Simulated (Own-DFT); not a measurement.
# Computed records: GaN (wurtzite, atoms displaced)

A calculation, not a measurement: plane-wave PBE density functional theory by an unreviewed code, no spin, of a simulated periodic cell, stress positive in tension, free energy of the whole cell less one offset for each atom, forces on such cells passed a denser k mesh, this cell's mesh not checked; offsets are fitted by least squares, one for each functional and potential file, so energies compare only between cells with the same atoms and settings and are not formation energies; the far tail of each file's local potential was reset to the Coulomb form; each entry is a single point on an unrelaxed cell, so the pressure reflects the starting lattice, mostly measured values (interpolated for alloys), from which strain is counted, and rises with the displacements; printed positions are rounded, which can move forces by about a meV/angstrom; the program, named Own-DFT, is a retired in-house code; no spin-orbit coupling. Program: Own-DFT development build.

Common to all runs: functional PBE; potential files PseudoDojo norm-conserving, scalar-relativistic, standard set with the stringent files for Ga; wave cutoff 96 hartree; occupations Gaussian; smearing width 0.01 eV; k mesh 3 x 4 x 3 centred on Gamma.

```yaml
- entry: 1
  formula: GaN
  kind: "wurtzite, atoms displaced"
  structure:
    cell_angstrom: [[12.756, 0.0, 0.0], [-4.7835, 8.2853, 0.0], [0.0, 0.0, 10.37]]
    atoms_fractional:
      - [Ga, 0.08062, 0.2229, 0.99963]
      - [Ga, 0.16731, 0.11073, 0.24764]
      - ["N", 0.08368, 0.21865, 0.19012]
      - ["N", 0.16361, 0.10818, 0.4392]
      - [Ga, 0.08275, 0.22081, 0.49841]
      - [Ga, 0.16583, 0.11517, 0.75381]
      - ["N", 0.08099, 0.21962, 0.68541]
      - ["N", 0.16644, 0.10987, 0.94148]
      - [Ga, 0.08443, 0.55403, 0.99903]
      - [Ga, 0.16511, 0.44041, 0.25014]
      - ["N", 0.08351, 0.55658, 0.18933]
      - ["N", 0.1689, 0.44977, 0.4351]
      - [Ga, 0.08396, 0.5559, 0.498]
      - [Ga, 0.16736, 0.44599, 0.74725]
      - ["N", 0.08224, 0.55841, 0.6893]
      - ["N", 0.16629, 0.44525, 0.93667]
      - [Ga, 0.08281, 0.88861, 0.00018]
      - [Ga, 0.16811, 0.77981, 0.25124]
      - ["N", 0.08467, 0.89005, 0.18919]
      - ["N", 0.16384, 0.77822, 0.43918]
      - [Ga, 0.08209, 0.89046, 0.497]
      - [Ga, 0.17013, 0.78097, 0.75062]
      - ["N", 0.08272, 0.89017, 0.68497]
      - ["N", 0.1691, 0.77925, 0.93694]
      - [Ga, 0.33171, 0.21789, 0.00098]
      - [Ga, 0.41754, 0.10922, 0.25263]
      - ["N", 0.33379, 0.2218, 0.1886]
      - ["N", 0.41637, 0.10826, 0.43806]
      - [Ga, 0.33738, 0.22385, 0.49948]
      - [Ga, 0.41517, 0.11353, 0.7486]
      - ["N", 0.33242, 0.2212, 0.6888]
      - ["N", 0.41842, 0.11411, 0.93874]
      - [Ga, 0.33471, 0.55556, 0.99993]
      - [Ga, 0.41648, 0.44435, 0.25277]
      - ["N", 0.33233, 0.55481, 0.18752]
      - ["N", 0.41635, 0.44357, 0.43445]
      - [Ga, 0.33095, 0.55222, 0.50149]
      - [Ga, 0.41432, 0.44137, 0.74883]
      - ["N", 0.33431, 0.55848, 0.68922]
      - ["N", 0.41689, 0.44499, 0.93552]
      - [Ga, 0.33079, 0.88851, 0.99664]
      - [Ga, 0.41714, 0.78117, 0.25202]
      - ["N", 0.33272, 0.88579, 0.18929]
      - ["N", 0.41716, 0.77741, 0.44166]
      - [Ga, 0.33429, 0.8893, 0.50237]
      - [Ga, 0.41646, 0.77846, 0.74714]
      - ["N", 0.33349, 0.88662, 0.68776]
      - ["N", 0.41546, 0.77654, 0.93504]
      - [Ga, 0.58537, 0.22172, 0.99953]
      - [Ga, 0.66501, 0.10929, 0.24782]
      - ["N", 0.58212, 0.22138, 0.19029]
      - ["N", 0.66712, 0.11006, 0.43982]
      - [Ga, 0.58431, 0.22047, 0.50212]
      - [Ga, 0.66643, 0.11147, 0.75208]
      - ["N", 0.58386, 0.22137, 0.68725]
      - ["N", 0.66642, 0.1107, 0.93898]
      - [Ga, 0.5826, 0.55449, 0.99947]
      - [Ga, 0.6668, 0.44427, 0.24961]
      - ["N", 0.58533, 0.55705, 0.18848]
      - ["N", 0.66508, 0.4424, 0.44043]
      - [Ga, 0.5819, 0.55409, 0.50113]
      - [Ga, 0.6694, 0.44732, 0.74859]
      - ["N", 0.58192, 0.55416, 0.69038]
      - ["N", 0.66645, 0.44694, 0.93506]
      - [Ga, 0.58579, 0.892, 0.99887]
      - [Ga, 0.66869, 0.77762, 0.24957]
      - ["N", 0.58258, 0.88609, 0.1889]
      - ["N", 0.66363, 0.77377, 0.4408]
      - [Ga, 0.58244, 0.89137, 0.499]
      - [Ga, 0.6661, 0.77957, 0.74831]
      - ["N", 0.58359, 0.88764, 0.69018]
      - ["N", 0.66645, 0.77749, 0.93554]
      - [Ga, 0.83502, 0.22862, 0.99999]
      - [Ga, 0.91383, 0.10822, 0.25131]
      - ["N", 0.8322, 0.22282, 0.18576]
      - ["N", 0.91646, 0.11047, 0.43659]
      - [Ga, 0.83534, 0.22365, 0.50362]
      - [Ga, 0.91699, 0.11035, 0.74772]
      - ["N", 0.8314, 0.22068, 0.68755]
      - ["N", 0.9135, 0.10847, 0.93823]
      - [Ga, 0.83404, 0.5573, 0.99922]
      - [Ga, 0.91633, 0.44176, 0.2501]
      - ["N", 0.82996, 0.55405, 0.18906]
      - ["N", 0.91522, 0.44348, 0.43745]
      - [Ga, 0.8329, 0.55485, 0.50183]
      - [Ga, 0.91416, 0.44409, 0.75271]
      - ["N", 0.83357, 0.55543, 0.68564]
      - ["N", 0.91619, 0.4455, 0.94043]
      - [Ga, 0.83308, 0.89212, 0.99927]
      - [Ga, 0.91587, 0.77458, 0.24983]
      - ["N", 0.83496, 0.88673, 0.1898]
      - ["N", 0.91889, 0.77694, 0.43789]
      - [Ga, 0.83168, 0.88929, 0.49839]
      - [Ga, 0.91766, 0.77802, 0.7509]
      - ["N", 0.83316, 0.88919, 0.6913]
      - ["N", 0.91613, 0.78148, 0.93681]
  results:
    "free_energy_of_cell_above_offsets [eV]": "-10.573"
    "pressure [GPa]": 5.32
    "stress_xx [GPa]": -5.1
    "stress_yy [GPa]": -5.0
    "stress_zz [GPa]": -5.86
    "stress_yz [GPa]": 0.18
    "stress_xz [GPa]": 0.06
    "stress_xy [GPa]": 0.09
    force_element: [Ga, Ga, "N", "N", Ga, Ga, "N", "N", Ga, Ga, "N", "N", Ga, Ga, "N", "N", Ga, Ga, "N", "N", Ga, Ga, "N", "N", Ga, Ga, "N", "N", Ga, Ga, "N", "N", Ga, Ga, "N", "N", Ga, Ga, "N", "N", Ga, Ga, "N", "N", Ga, Ga, "N", "N", Ga, Ga, "N", "N", Ga, Ga, "N", "N", Ga, Ga, "N", "N", Ga, Ga, "N", "N", Ga, Ga, "N", "N", Ga, Ga, "N", "N", Ga, Ga, "N", "N", Ga, Ga, "N", "N", Ga, Ga, "N", "N", Ga, Ga, "N", "N", Ga, Ga, "N", "N", Ga, Ga, "N", "N"]
    "force_x [eV/angstrom]": [0.329, 0.132, -0.771, 0.689, 0.106, 0.244, 0.159, -0.417, -0.18, 0.07, 0.015, -0.133, -0.485, -0.419, 0.21, 0.253, 0.043, -0.128, -0.147, 0.759, 0.303, -0.85, 0.319, -0.831, 0.147, -0.42, 0.225, 0.126, -0.844, 0.717, -0.33, 0.019, -0.112, 0.038, 0.151, -0.139, 0.401, 0.238, -0.002, -0.09, 1.016, 0.207, -0.124, -0.272, -0.485, 0.397, -0.161, 0.12, -0.581, 0.175, 0.219, 0.151, -0.081, -0.076, -0.268, 0.281, -0.13, -0.31, -0.34, 0.1, 0.141, -0.501, 0.021, 0.535, -0.369, -0.286, 0.122, 0.121, 0.488, 0.265, -0.38, -0.014, 0.086, 0.269, 0.224, -0.222, -0.32, -0.385, 0.274, 0.073, -0.522, -0.274, 0.796, 0.275, -0.016, 0.484, 0.049, 0.125, -0.099, 0.325, -0.401, -1.014, 0.401, -0.003, 0.087, 0.411]
    "force_y [eV/angstrom]": [-0.1, -0.036, 0.213, 0.901, 0.29, -0.81, 0.698, 0.27, 0.48, 0.471, -0.246, -0.901, 0.198, -0.086, -0.407, -0.348, -0.244, -0.3, -0.42, 0.104, -0.186, -0.149, 0.198, -0.367, 0.857, -0.03, -0.029, 0.278, -0.517, -0.319, 0.081, -0.394, 0.09, 0.163, 0.14, 0.01, 0.447, 0.523, -0.691, -0.499, 0.218, -0.83, 0.557, -0.168, -0.421, 0.09, 0.737, 0.373, 0.408, 0.089, 0.046, 0.297, 0.117, -0.337, 0.11, 0.445, 0.235, -0.158, -0.319, 0.093, -0.074, -0.34, 0.066, -0.382, -0.886, -0.14, 0.285, 0.531, -0.386, -0.439, 0.478, 0.104, -0.938, 0.258, -0.326, 0.145, -0.138, -0.008, 0.282, 0.899, 0.203, 0.443, -0.023, -0.054, 0.099, 0.072, 0.148, 0.37, -0.655, 0.181, 0.285, -0.158, -0.446, 0.168, -0.159, -0.376]
    "force_z [eV/angstrom]": [0.214, 0.577, -0.385, -0.426, -0.256, -0.573, 0.344, -0.303, 0.312, -0.496, -0.261, 0.651, 0.32, 0.132, -0.149, -0.025, 0.08, 0.033, -0.293, -0.034, 0.547, -0.486, 0.754, 0.2, 0.028, -0.559, 0.164, 0.404, -0.142, 0.308, -0.305, -0.237, -0.071, -1.178, 0.279, 1.167, -0.257, 0.227, -0.359, 0.466, 0.553, -0.105, -0.387, -0.306, -0.461, 0.498, 0.165, 0.421, 0.141, 0.464, -0.415, -0.446, -0.43, -0.355, 0.507, 0.003, -0.073, 0.419, -0.069, -0.223, 0.123, -0.103, -0.371, 0.48, 0.024, 0.266, -0.148, -0.384, 0.441, 0.145, -0.443, 0.541, -0.096, -0.5, 0.381, 0.423, -0.747, 0.364, 0.661, -0.187, 0.232, -0.05, -0.337, 0.193, -0.709, -0.501, 0.734, -0.332, 0.184, 0.142, -0.322, -0.005, 0.376, -0.483, -0.737, 0.426]
- entry: 2
  formula: GaN
  kind: "wurtzite, atoms displaced"
  structure:
    cell_angstrom: [[12.756, 0.0, 0.0], [-4.7835, 8.2853, 0.0], [0.0, 0.0, 10.37]]
    atoms_fractional:
      - [Ga, 0.0827, 0.21741, 0.00125]
      - [Ga, 0.16463, 0.11207, 0.25133]
      - ["N", 0.08464, 0.22342, 0.18823]
      - ["N", 0.16908, 0.11431, 0.43905]
      - [Ga, 0.08453, 0.22471, 0.49839]
      - [Ga, 0.16487, 0.1065, 0.74879]
      - ["N", 0.08477, 0.22023, 0.68801]
      - ["N", 0.16648, 0.11133, 0.93825]
      - [Ga, 0.08213, 0.55816, 0.99661]
      - [Ga, 0.16841, 0.44748, 0.24883]
      - ["N", 0.08339, 0.55373, 0.19019]
      - ["N", 0.16723, 0.44977, 0.43608]
      - [Ga, 0.08361, 0.55754, 0.50152]
      - [Ga, 0.167, 0.44452, 0.74989]
      - ["N", 0.08215, 0.55434, 0.68887]
      - ["N", 0.16587, 0.4469, 0.93899]
      - [Ga, 0.08127, 0.88919, 0.00289]
      - [Ga, 0.16778, 0.78031, 0.25051]
      - ["N", 0.0806, 0.88412, 0.18781]
      - ["N", 0.16713, 0.77813, 0.43431]
      - [Ga, 0.08472, 0.88906, 0.50073]
      - [Ga, 0.17022, 0.78633, 0.754]
      - ["N", 0.08511, 0.89337, 0.68814]
      - ["N", 0.16558, 0.7787, 0.93646]
      - [Ga, 0.33175, 0.21681, 0.99957]
      - [Ga, 0.41571, 0.11213, 0.24985]
      - ["N", 0.33534, 0.22213, 0.19392]
      - ["N", 0.41805, 0.11149, 0.43325]
      - [Ga, 0.33587, 0.22323, 0.49988]
      - [Ga, 0.41815, 0.11707, 0.74625]
      - ["N", 0.33498, 0.22315, 0.68874]
      - ["N", 0.41574, 0.11108, 0.93506]
      - [Ga, 0.33494, 0.5558, 0.99994]
      - [Ga, 0.41679, 0.44375, 0.24923]
      - ["N", 0.33238, 0.5523, 0.18385]
      - ["N", 0.41527, 0.44228, 0.43666]
      - [Ga, 0.33126, 0.55553, 0.49934]
      - [Ga, 0.41497, 0.44087, 0.75038]
      - ["N", 0.3321, 0.55397, 0.68905]
      - ["N", 0.41717, 0.44155, 0.93553]
      - [Ga, 0.33335, 0.88774, 0.00214]
      - [Ga, 0.4187, 0.78195, 0.24665]
      - ["N", 0.33513, 0.89001, 0.18644]
      - ["N", 0.41171, 0.77448, 0.43336]
      - [Ga, 0.33237, 0.8897, 0.50095]
      - [Ga, 0.41809, 0.77875, 0.74833]
      - ["N", 0.33577, 0.88884, 0.6872]
      - ["N", 0.41568, 0.78027, 0.93592]
      - [Ga, 0.58618, 0.22379, 0.00031]
      - [Ga, 0.66897, 0.11529, 0.25275]
      - ["N", 0.58168, 0.21852, 0.1891]
      - ["N", 0.66683, 0.11145, 0.43648]
      - [Ga, 0.58102, 0.2188, 0.49621]
      - [Ga, 0.66713, 0.10947, 0.7508]
      - ["N", 0.58552, 0.22073, 0.68712]
      - ["N", 0.66416, 0.10907, 0.93426]
      - [Ga, 0.581, 0.55359, 0.00025]
      - [Ga, 0.66557, 0.44667, 0.24883]
      - ["N", 0.58352, 0.55796, 0.18632]
      - ["N", 0.66801, 0.44733, 0.43665]
      - [Ga, 0.58478, 0.55636, 0.50015]
      - [Ga, 0.66681, 0.44412, 0.74831]
      - ["N", 0.58633, 0.56049, 0.69202]
      - ["N", 0.66747, 0.44808, 0.93577]
      - [Ga, 0.58313, 0.89265, 0.9991]
      - [Ga, 0.66517, 0.7765, 0.24971]
      - ["N", 0.58601, 0.89311, 0.1897]
      - ["N", 0.66277, 0.77464, 0.44224]
      - [Ga, 0.58022, 0.88668, 0.49915]
      - [Ga, 0.66559, 0.77791, 0.75222]
      - ["N", 0.58062, 0.88664, 0.68785]
      - ["N", 0.66769, 0.77774, 0.93969]
      - [Ga, 0.83524, 0.22719, 0.99986]
      - [Ga, 0.91764, 0.11001, 0.24757]
      - ["N", 0.83365, 0.22066, 0.18809]
      - ["N", 0.91856, 0.11077, 0.43792]
      - [Ga, 0.83401, 0.22334, 0.49725]
      - [Ga, 0.91631, 0.114, 0.74972]
      - ["N", 0.83401, 0.21961, 0.68957]
      - ["N", 0.91619, 0.10778, 0.93472]
      - [Ga, 0.83324, 0.5581, 0.0016]
      - [Ga, 0.91703, 0.44492, 0.24932]
      - ["N", 0.83712, 0.55958, 0.18775]
      - ["N", 0.9127, 0.44205, 0.44048]
      - [Ga, 0.83626, 0.55772, 0.50034]
      - [Ga, 0.91708, 0.44315, 0.75132]
      - ["N", 0.83143, 0.55462, 0.68779]
      - ["N", 0.91775, 0.44362, 0.93994]
      - [Ga, 0.82964, 0.88912, 0.9995]
      - [Ga, 0.91627, 0.77348, 0.25173]
      - ["N", 0.83867, 0.89539, 0.18533]
      - ["N", 0.91778, 0.77727, 0.43591]
      - [Ga, 0.83536, 0.88804, 0.4964]
      - [Ga, 0.91842, 0.77665, 0.75235]
      - ["N", 0.83691, 0.89026, 0.69059]
      - ["N", 0.91951, 0.77837, 0.93773]
  results:
    "free_energy_of_cell_above_offsets [eV]": "-10.249"
    "pressure [GPa]": 5.44
    "stress_xx [GPa]": -5.02
    "stress_yy [GPa]": -4.97
    "stress_zz [GPa]": -6.34
    "stress_yz [GPa]": 0.08
    "stress_xz [GPa]": -0.18
    "stress_xy [GPa]": 0.38
    force_element: [Ga, Ga, "N", "N", Ga, Ga, "N", "N", Ga, Ga, "N", "N", Ga, Ga, "N", "N", Ga, Ga, "N", "N", Ga, Ga, "N", "N", Ga, Ga, "N", "N", Ga, Ga, "N", "N", Ga, Ga, "N", "N", Ga, Ga, "N", "N", Ga, Ga, "N", "N", Ga, Ga, "N", "N", Ga, Ga, "N", "N", Ga, Ga, "N", "N", Ga, Ga, "N", "N", Ga, Ga, "N", "N", Ga, Ga, "N", "N", Ga, Ga, "N", "N", Ga, Ga, "N", "N", Ga, Ga, "N", "N", Ga, Ga, "N", "N", Ga, Ga, "N", "N", Ga, Ga, "N", "N", Ga, Ga, "N", "N"]
    "force_x [eV/angstrom]": [-0.469, 0.56, -0.096, -0.087, 0.095, -0.031, -0.305, 0.192, 0.639, -0.04, -0.27, -0.029, -0.217, -0.117, 0.065, 0.328, 0.391, 0.157, 0.258, -0.226, -0.099, 0.182, 0.234, 0.075, 0.027, 0.438, -0.767, -0.331, -0.222, 0.738, -0.468, 0.452, -0.304, -0.21, 0.301, 0.125, 0.429, 0.173, 0.266, -0.409, -0.286, 0.102, -0.44, 0.43, 0.206, -0.332, -0.567, 0.506, -0.671, 0.025, 0.117, 0.083, 0.433, -0.059, -0.39, 0.545, 0.187, 0.466, 0.058, 0.073, -0.362, -0.128, -0.386, 0.265, 0.211, 0.385, -0.074, 0.584, -0.118, 0.564, 0.529, -0.876, 0.175, -0.04, -0.113, -0.337, 0.098, 0.874, -0.611, -0.304, 0.175, 0.203, -0.628, 0.774, -0.651, -0.335, 0.706, -0.741, 0.978, -0.331, -0.407, 0.137, -0.523, -0.435, -0.468, -0.707]
    "force_y [eV/angstrom]": [0.806, -0.318, 0.042, -0.405, 0.108, 1.12, 0.387, -0.301, -0.144, -0.207, 0.548, -0.613, -0.171, -0.24, 0.683, -0.456, 0.061, -0.448, 0.787, 0.139, 0.29, -0.839, -1.033, 0.33, 0.512, -0.339, -0.132, -0.294, -0.022, -0.73, -0.258, -0.076, -0.133, 0.182, 0.652, 0.506, -0.104, 0.761, 0.206, -0.027, 0.325, -0.674, 0.014, 0.47, -0.127, -0.431, 0.401, -0.343, -0.04, -0.329, 0.794, -0.26, 0.71, -0.02, 0.239, 0.644, 0.215, -0.267, -0.245, -0.33, -0.401, -0.006, -0.906, -0.417, -0.544, 0.646, -0.182, 0.627, 0.09, 0.458, 0.34, -0.137, -1.07, 0.485, 0.396, 0.077, -0.529, -0.576, 0.446, 0.601, -0.088, -0.152, -0.929, 0.463, -0.282, 0.046, 0.156, 0.365, 0.033, 0.869, -1.345, 0.096, 0.033, 0.084, -0.249, -0.075]
    "force_z [eV/angstrom]": [-0.446, -0.07, 0.072, 0.033, 0.297, 0.291, -0.107, -0.018, 0.705, -0.13, -0.522, 0.231, -0.195, 0.205, 0.104, 0.001, -0.352, -0.585, 0.393, 0.881, -0.315, -0.886, -0.232, 0.769, 0.35, -0.373, -1.1, 0.953, -0.155, 0.469, -0.447, 0.364, -0.716, 0.093, 0.687, 0.341, 0.084, -0.302, -0.255, 0.641, -0.752, 0.041, 0.298, 0.519, -0.405, 0.219, 0.033, 0.35, -0.279, -0.553, -0.222, 0.579, 0.392, -0.68, -0.32, 0.797, -0.473, -0.011, 0.209, 0.137, 0.433, -0.024, -0.612, 0.568, 0.196, 0.174, -0.337, -0.824, -0.055, -0.35, -0.141, 0.029, -0.113, 0.392, -0.026, -0.267, 0.585, -0.262, -0.506, 0.802, -0.492, 0.223, 0.073, -0.521, 0.12, -0.285, 0.144, -0.274, -0.227, -0.496, 0.586, 0.493, 0.905, -0.357, -0.511, 0.32]
- entry: 3
  formula: GaN
  kind: "wurtzite, atoms displaced"
  structure:
    cell_angstrom: [[12.756, 0.0, 0.0], [-4.7835, 8.2853, 0.0], [0.0, 0.0, 10.37]]
    atoms_fractional:
      - [Ga, 0.07978, 0.21834, 0.9982]
      - [Ga, 0.16631, 0.11301, 0.25264]
      - ["N", 0.08431, 0.22442, 0.18825]
      - ["N", 0.16928, 0.10998, 0.43988]
      - [Ga, 0.08361, 0.22341, 0.50254]
      - [Ga, 0.16849, 0.11186, 0.74924]
      - ["N", 0.08389, 0.2257, 0.68868]
      - ["N", 0.16661, 0.10888, 0.93776]
      - [Ga, 0.0846, 0.5576, 0.00175]
      - [Ga, 0.17055, 0.44871, 0.25149]
      - ["N", 0.08171, 0.55627, 0.19044]
      - ["N", 0.16517, 0.4429, 0.43904]
      - [Ga, 0.08362, 0.5598, 0.49991]
      - [Ga, 0.16738, 0.44227, 0.75311]
      - ["N", 0.08134, 0.55079, 0.6937]
      - ["N", 0.1662, 0.44534, 0.93616]
      - [Ga, 0.08361, 0.88838, 0.00027]
      - [Ga, 0.16222, 0.77391, 0.24827]
      - ["N", 0.08237, 0.88767, 0.18728]
      - ["N", 0.16741, 0.77657, 0.43632]
      - [Ga, 0.08338, 0.89256, 0.50201]
      - [Ga, 0.16957, 0.7749, 0.75168]
      - ["N", 0.0835, 0.88779, 0.68778]
      - ["N", 0.16572, 0.77528, 0.93662]
      - [Ga, 0.33172, 0.22349, 0.00173]
      - [Ga, 0.41649, 0.11034, 0.24922]
      - ["N", 0.33514, 0.22266, 0.18824]
      - ["N", 0.41649, 0.11055, 0.43535]
      - [Ga, 0.33416, 0.22033, 0.50062]
      - [Ga, 0.41681, 0.11623, 0.74922]
      - ["N", 0.33252, 0.21858, 0.69074]
      - ["N", 0.41425, 0.10788, 0.94084]
      - [Ga, 0.33434, 0.55626, 0.99633]
      - [Ga, 0.41691, 0.44342, 0.25159]
      - ["N", 0.33601, 0.55539, 0.18858]
      - ["N", 0.4167, 0.44269, 0.43932]
      - [Ga, 0.33178, 0.55493, 0.50046]
      - [Ga, 0.41664, 0.4433, 0.75146]
      - ["N", 0.33256, 0.55461, 0.6863]
      - ["N", 0.41703, 0.44647, 0.9399]
      - [Ga, 0.3321, 0.88894, 0.00258]
      - [Ga, 0.41509, 0.77622, 0.2523]
      - ["N", 0.3313, 0.88868, 0.1872]
      - ["N", 0.41947, 0.78071, 0.43973]
      - [Ga, 0.33257, 0.88597, 0.49933]
      - [Ga, 0.41631, 0.7737, 0.74942]
      - ["N", 0.33149, 0.8877, 0.69204]
      - ["N", 0.41797, 0.77832, 0.93694]
      - [Ga, 0.58505, 0.22548, 0.99986]
      - [Ga, 0.66396, 0.1112, 0.25153]
      - ["N", 0.58429, 0.22121, 0.18805]
      - ["N", 0.66506, 0.1042, 0.43829]
      - [Ga, 0.58379, 0.22284, 0.50317]
      - [Ga, 0.6691, 0.11314, 0.75385]
      - ["N", 0.58427, 0.22423, 0.68989]
      - ["N", 0.66362, 0.11057, 0.93971]
      - [Ga, 0.58315, 0.55557, 0.99778]
      - [Ga, 0.66496, 0.4409, 0.25168]
      - ["N", 0.58422, 0.55627, 0.18846]
      - ["N", 0.66494, 0.44217, 0.4381]
      - [Ga, 0.58493, 0.5578, 0.49791]
      - [Ga, 0.66403, 0.44488, 0.74841]
      - ["N", 0.58336, 0.55668, 0.68896]
      - ["N", 0.66631, 0.44595, 0.93616]
      - [Ga, 0.58329, 0.88837, 0.001]
      - [Ga, 0.66656, 0.7763, 0.24912]
      - ["N", 0.58408, 0.88898, 0.18874]
      - ["N", 0.66428, 0.7796, 0.43667]
      - [Ga, 0.58044, 0.88329, 0.49734]
      - [Ga, 0.67042, 0.7798, 0.75087]
      - ["N", 0.58311, 0.89067, 0.69012]
      - ["N", 0.66602, 0.7781, 0.93624]
      - [Ga, 0.83387, 0.22155, 0.00103]
      - [Ga, 0.9148, 0.10832, 0.25472]
      - ["N", 0.83186, 0.22307, 0.18912]
      - ["N", 0.9186, 0.1107, 0.43993]
      - [Ga, 0.83338, 0.22019, 0.49645]
      - [Ga, 0.9156, 0.10893, 0.749]
      - ["N", 0.83256, 0.21923, 0.68721]
      - ["N", 0.91694, 0.11135, 0.93941]
      - [Ga, 0.83216, 0.55338, 0.00161]
      - [Ga, 0.91321, 0.44214, 0.25176]
      - ["N", 0.83217, 0.55194, 0.19055]
      - ["N", 0.91418, 0.44085, 0.4352]
      - [Ga, 0.83384, 0.55537, 0.50038]
      - [Ga, 0.91667, 0.44449, 0.74955]
      - ["N", 0.83242, 0.55449, 0.68747]
      - ["N", 0.91538, 0.44577, 0.93938]
      - [Ga, 0.83459, 0.89025, 0.00121]
      - [Ga, 0.91895, 0.78031, 0.24937]
      - ["N", 0.83406, 0.89177, 0.18915]
      - ["N", 0.91598, 0.77617, 0.43966]
      - [Ga, 0.83585, 0.89111, 0.50383]
      - [Ga, 0.91585, 0.77588, 0.7494]
      - ["N", 0.83339, 0.88713, 0.69138]
      - ["N", 0.91627, 0.77745, 0.93839]
  results:
    "free_energy_of_cell_above_offsets [eV]": "-10.535"
    "pressure [GPa]": 5.35
    "stress_xx [GPa]": -4.82
    "stress_yy [GPa]": -5.22
    "stress_zz [GPa]": -6.02
    "stress_yz [GPa]": 0.09
    "stress_xz [GPa]": 0.04
    "stress_xy [GPa]": 0.0
    force_element: [Ga, Ga, "N", "N", Ga, Ga, "N", "N", Ga, Ga, "N", "N", Ga, Ga, "N", "N", Ga, Ga, "N", "N", Ga, Ga, "N", "N", Ga, Ga, "N", "N", Ga, Ga, "N", "N", Ga, Ga, "N", "N", Ga, Ga, "N", "N", Ga, Ga, "N", "N", Ga, Ga, "N", "N", Ga, Ga, "N", "N", Ga, Ga, "N", "N", Ga, Ga, "N", "N", Ga, Ga, "N", "N", Ga, Ga, "N", "N", Ga, Ga, "N", "N", Ga, Ga, "N", "N", Ga, Ga, "N", "N", Ga, Ga, "N", "N", Ga, Ga, "N", "N", Ga, Ga, "N", "N", Ga, Ga, "N", "N"]
    "force_x [eV/angstrom]": [0.675, 0.286, -0.214, -0.705, 0.374, -0.538, 0.283, -0.331, -0.294, -0.442, 0.317, 0.012, -0.017, -0.297, 0.244, 0.213, -0.031, 0.443, 0.049, -0.485, 0.453, -0.878, 0.05, -0.021, 0.419, 0.075, -0.48, 0.256, 0.148, 0.819, -0.292, 0.054, -0.369, 0.2, -0.372, -0.202, 0.296, -0.087, 0.185, 0.087, 0.329, 0.193, 0.176, -0.823, -0.106, -0.083, 0.662, -0.36, -0.5, 0.591, -0.523, -0.298, 0.184, -0.428, -0.059, 0.727, 0.107, -0.026, 0.049, 0.243, -0.198, 0.544, -0.188, 0.056, -0.152, -0.093, -0.303, 1.213, 0.305, -1.102, 0.39, 0.38, -0.452, 0.06, 0.337, -0.038, -0.392, 0.088, 0.069, -0.356, -0.126, 0.491, -0.407, 0.24, -0.163, -0.228, -0.044, 0.423, -0.21, -0.491, 0.18, 0.016, -0.514, 0.489, 0.225, 0.011]
    "force_y [eV/angstrom]": [0.61, -0.08, -0.15, 0.379, 0.001, -0.458, -0.795, 0.296, -0.429, -0.402, -0.537, 0.351, -0.774, 0.378, 0.482, -0.314, -0.184, 0.571, 0.498, 0.336, -0.722, -0.013, -0.004, 0.333, -0.231, -0.016, -0.081, -0.146, 0.214, -1.099, 0.873, 0.787, 0.186, 0.072, 0.116, 0.165, -0.061, 0.197, -0.32, -0.439, -0.231, 0.318, -0.329, -0.91, 0.496, 0.735, 0.351, -0.105, -0.382, -0.297, 0.12, 0.804, -0.523, -0.373, -0.261, 0.176, 0.231, 0.329, -0.309, 0.258, -0.131, 0.122, 0.077, -0.072, 0.026, 0.241, -0.132, -0.253, 0.849, -0.175, -0.236, 0.135, 0.187, 0.766, -0.47, -0.091, -0.108, 0.416, 0.344, -0.211, 0.301, 0.047, 0.654, 0.401, -0.294, -0.336, -0.049, -0.319, -0.341, -0.574, -0.454, 0.356, -0.552, -0.03, 0.282, -0.063]
    "force_z [eV/angstrom]": [0.4, -0.486, 0.154, 0.001, -0.273, 0.168, 0.174, 0.022, -0.125, -0.344, -0.243, 0.059, 0.384, -0.571, -0.981, 0.866, -0.346, 0.212, 0.212, 0.243, -0.199, -0.256, 0.35, 0.621, -0.177, -0.204, 0.254, 0.682, -0.003, 0.734, -0.565, -0.296, 0.604, -0.162, -0.183, 0.139, -0.257, -0.285, 0.403, -0.361, -0.653, -0.552, 0.591, -0.235, 0.412, 0.071, -0.776, 0.308, -0.038, -0.164, -0.039, 0.189, -0.438, -0.503, -0.002, 0.136, 0.423, -0.281, -0.153, 0.281, 0.282, 0.1, -0.303, 0.212, -0.085, -0.027, 0.066, 0.259, 1.079, -0.204, -0.346, 0.586, 0.037, -0.784, 0.168, 0.216, 0.489, 0.261, -0.032, -0.441, -0.038, -0.55, -0.17, 0.911, -0.175, 0.272, 0.084, -0.08, -0.143, 0.125, 0.008, -0.179, -0.481, 0.273, -0.445, 0.119]
```
